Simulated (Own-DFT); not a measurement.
## Calculated data, Si3N4 (beta silicon nitride, atoms displaced)

All values are calculated (Own-DFT development build). A calculation, not a measurement: plane-wave PBE density functional theory by an unreviewed code, no spin, of a simulated periodic cell, stress positive in tension, free energy of the whole cell less one offset for each atom, forces on such cells passed a denser k mesh, this cell's mesh not checked; offsets are fitted by least squares, one for each functional and potential file, so energies compare only between cells with the same atoms and settings and are not formation energies; the far tail of each file's local potential was reset to the Coulomb form; each entry is a single point on an unrelaxed cell, so the pressure reflects the starting lattice, mostly measured values (interpolated for alloys), from which strain is counted, and rises with the displacements; printed positions are rounded, which can move forces by about a meV/angstrom; the program, named Own-DFT, is a retired in-house code; no spin-orbit coupling.

Entry: Si3N4 (beta silicon nitride, atoms displaced)

```
Si3N4
1.0
      7.6060     0.0000     0.0000
     -3.8030     6.5870     0.0000
      0.0000     0.0000     8.7270
Si N Si N Si N
6 8 6 8 6 8
Direct
  0.17915 0.77755 0.07727
  0.23751 0.39807 0.08165
  0.59530 0.82728 0.07500
  0.81610 0.22036 0.24698
  0.77239 0.59009 0.25439
  0.39803 0.17829 0.25756
  0.32969 0.01852 0.08760
  0.96233 0.29868 0.08151
  0.69115 0.67031 0.08199
  0.67342 0.97595 0.24234
  0.03043 0.70123 0.24718
  0.29951 0.32356 0.25758
  0.32518 0.65433 0.08014
  0.66697 0.32393 0.23537
  0.17692 0.77620 0.42190
  0.23322 0.41108 0.41320
  0.59592 0.82646 0.42472
  0.82786 0.23050 0.58585
  0.76185 0.59672 0.58219
  0.40527 0.18104 0.58601
  0.33192 0.03159 0.40974
  0.97806 0.29406 0.41821
  0.71406 0.67208 0.41744
  0.67743 0.96722 0.58534
  0.01765 0.69766 0.58808
  0.30419 0.33540 0.58027
  0.32833 0.68335 0.41298
  0.65914 0.32672 0.57869
  0.17580 0.76850 0.74820
  0.22274 0.39684 0.75323
  0.59685 0.84087 0.74558
  0.82765 0.23628 0.92026
  0.77143 0.58505 0.91507
  0.39960 0.17588 0.90824
  0.33773 0.03055 0.74842
  0.97803 0.29724 0.75006
  0.71005 0.66786 0.73946
  0.67537 0.97840 0.91359
  0.03475 0.69209 0.91260
  0.29810 0.32686 0.91436
  0.33684 0.66915 0.75030
  0.65955 0.32900 0.91798
```

It was run with functional PBE, potential files PseudoDojo norm-conserving, scalar-relativistic, standard set, wave cutoff 42 hartree, occupations Fermi-Dirac, smearing width 0.1 eV and k mesh 3 x 3 x 3 centred on Gamma.

It finds free energy of cell above offsets -3.787 eV; pressure 7.96 GPa; stress xx -8 GPa; stress yy -9.15 GPa; stress zz -6.73 GPa; stress yz -0.3 GPa; stress xz 0.82 GPa; stress xy 0.59 GPa.

Force:
```tsv
element	x (eV/Å)	y (eV/Å)	z (eV/Å)
Si	0.16	-4.495	1.662
Si	-2.617	0.935	1.154
Si	-1.511	-0.539	1.301
Si	1.818	2.87	0.665
Si	-0.138	-0.234	-2.588
Si	4.241	-1.868	-3.029
N	-0.498	5.316	-1.316
N	2.789	0.714	0.954
N	2.775	-1.629	-0.223
N	0.017	-4.294	1.792
N	0.464	0.35	0.552
N	-2.286	2.09	-2.061
N	0.795	1.614	-0.032
N	-2.502	1.643	1.367
Si	-3.478	-0.443	-1.293
Si	-0.472	1.283	1.302
Si	-0.051	-0.339	-3.687
Si	-0.137	1.038	-1.228
Si	2.467	-2.494	-0.779
Si	0.325	-1.466	-1.763
N	-0.327	0.273	3.701
N	-2.513	-0.865	-0.392
N	-3.283	1.138	-0.968
N	-0.154	2.06	-1.293
N	2.869	1.16	-1.038
N	-0.798	0.456	0.891
N	4.758	-2.82	0.47
N	1.856	1.089	0.206
Si	-0.19	-0.684	-0.411
Si	2.353	3.161	-1.708
Si	1.314	-3.758	2.585
Si	-0.45	0.032	-1.108
Si	-1.664	2.041	-0.179
Si	2.056	-1.561	2.842
N	-0.63	-0.357	-0.643
N	-3.528	-1.331	0.414
N	-3.485	1.833	4.788
N	-0.085	-0.911	-0.59
N	-1.102	0.044	0.39
N	-0.059	-0.329	0.151
N	0.172	-0.559	-0.3
N	0.729	-0.166	-0.558
```
